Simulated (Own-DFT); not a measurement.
# What a defect does to the pressure of its cell: D0_22 TiAl3

Source: density functional calculations with Own-DFT, an unreviewed in-house program that is no longer used. Nothing was measured or relaxed, and spin and spin-orbit coupling are left out.

Settings: PBE; PseudoDojo norm-conserving scalar-relativistic files; cutoff 42 hartree; 4 x 4 x 4 k mesh centred on Gamma; cold (Marzari-Vanderbilt) smearing of 0.2 eV.

Limits: forces on such cells failed a check on a denser k mesh; stress not checked against mesh or cutoff.

All runs share one cell, with vectors in Å (-2.365, -6.981, 4.326); (-7.667, 3.491, 1.442); (-2.950, -3.488, -7.241) and a volume of 625.4 Å³. Atoms were moved at random from their sites; u is the rms move along one axis. The defect's site can differ from row to row.

```
                     cell   formula   u (Å)  P (GPa)
                no defect  Al30Ti10  0.0179     1.95
                no defect  Al30Ti10  0.0205     1.98
                no defect  Al30Ti10  0.0496     2.61
         two Al vacancies  Al28Ti10  0.0315     1.29
         two Al vacancies  Al28Ti10  0.0321        ?
         two Al vacancies  Al28Ti10  0.0480     1.54
         two Al vacancies  Al28Ti10  0.0544     1.81
two Ti on an Al site each  Al28Ti12  0.0277     3.12
two Ti on an Al site each  Al28Ti12  0.0444     3.40
two Ti on an Al site each  Al28Ti12  0.0479     3.67
 two Al on a Ti site each   Al32Ti8  0.0290     2.86
 two Al on a Ti site each   Al32Ti8  0.0441     3.16
 two Al on a Ti site each   Al32Ti8  0.0496     3.32
```

## Working it out

P = P0 + c u² + a shift for each defect gives P0 = 1.87 GPa, c = 291 ± 22 GPa/Å² and a scatter of 0.06 GPa. The shifts, and each times the cell's volume:

- two Ti on an Al site each: 1.03 ± 0.05 GPa, 4.0 eV (2.0 eV for each of its 2 sites)
- two Al on a Ti site each: 0.73 ± 0.05 GPa, 2.9 eV (1.4 eV for each of its 2 sites)
- two Al vacancies: -0.93 ± 0.05 GPa, -3.6 eV (-1.8 eV for each of its 2 sites)

A positive shift means that the defect pushes the cell outwards. Shift times volume (160.2 GPa Å³ is 1 eV) depends little on the cell's size, so, taken for each site, it can be compared between cells at like pressure. The atoms around the defects weren't relaxed, which would change these numbers.

## Test on the hidden row

Question: what pressure belongs in the blank (two Al vacancies, u = 0.0321 Å)?

The fitted form gives 1.24 ± 0.07 GPa. The calculation gave 1.37 GPa.
